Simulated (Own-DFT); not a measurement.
# A layer strained by its substrate: wurtzite AlN, 72 atoms (Al36N36)

No measurement is shown. These are fixed-geometry runs of a retired plane-wave code named Own-DFT, which no person has reviewed; spin and spin-orbit coupling are neglected.

Common settings: PBE; PseudoDojo norm-conserving scalar-relativistic files; cutoff 42 hartree; 4 x 4 x 3 k mesh centred on Gamma; Gaussian smearing of 0.01 eV.

Known weak points: k mesh not checked against a denser one; stress not checked against mesh or cutoff.

Unstrained cell vectors in Å: (9.336, 0.000, 0.000); (-4.668, 8.085, 0.000); (0.000, 0.000, 9.964). The unstrained cell has measured lattice constants (interpolated for alloys), not those of this functional. That, the random moves and any unrelaxed bonds set the pressure at no strain. Each run strains x and y alike by e, as a substrate would, and holds the height along z. Each coordinate of each atom was shifted by a normal deviate of width 0.05 Å. Stress is positive in tension.

| e (%) | u (Å) | (s_xx + s_yy)/2 (GPa) | s_zz (GPa) |
|---|---|---|---|
| -2.25 | 0.045 | -20.66 | -7.69 |
| -1.75 | 0.049 | -16.48 | -8.13 |
| -1.25 | 0.051 | -13.42 | -7.86 |
| -1.00 | 0.052 | -12.98 | -5.59 |
| -0.75 | 0.047 | ? | ? |
| -0.50 | 0.048 | -8.52 | -5.70 |
| 1.25 | 0.050 | 1.14 | -3.20 |
| 1.75 | 0.050 | 3.92 | -5.44 |
| 2.00 | 0.050 | 4.40 | -2.62 |
| 3.00 | 0.052 | 9.32 | -1.17 |

## Worked fit

With e as a fraction, the in-plane stress is -5.9 + 588 e - 2762 e² GPa (errors 11 and 792, scatter 0.53), and s_zz is -5.4 + 120 e GPa (slope ± 20, scatter 1.08). At e = 0 the first slope is C11 + C12 and the second 2 C13, both with the ions held to the strained lattice and at the cell's own pressure. The term in e² is negative: the layer stiffens under compression and softens under tension. A free layer would change its height as e changes, and the in-plane slope would drop by 2 C13²/C33 to the biaxial modulus. At fixed height, a misfit of 1 % moves the in-plane stress by about 5.9 GPa and s_zz by 1.2 GPa.

## Prediction

The question: what are the two stresses at e = -0.75 %?

The fitted form gives -10.4 and -6.3 GPa. Computed: -10.08 and -6.76 GPa.
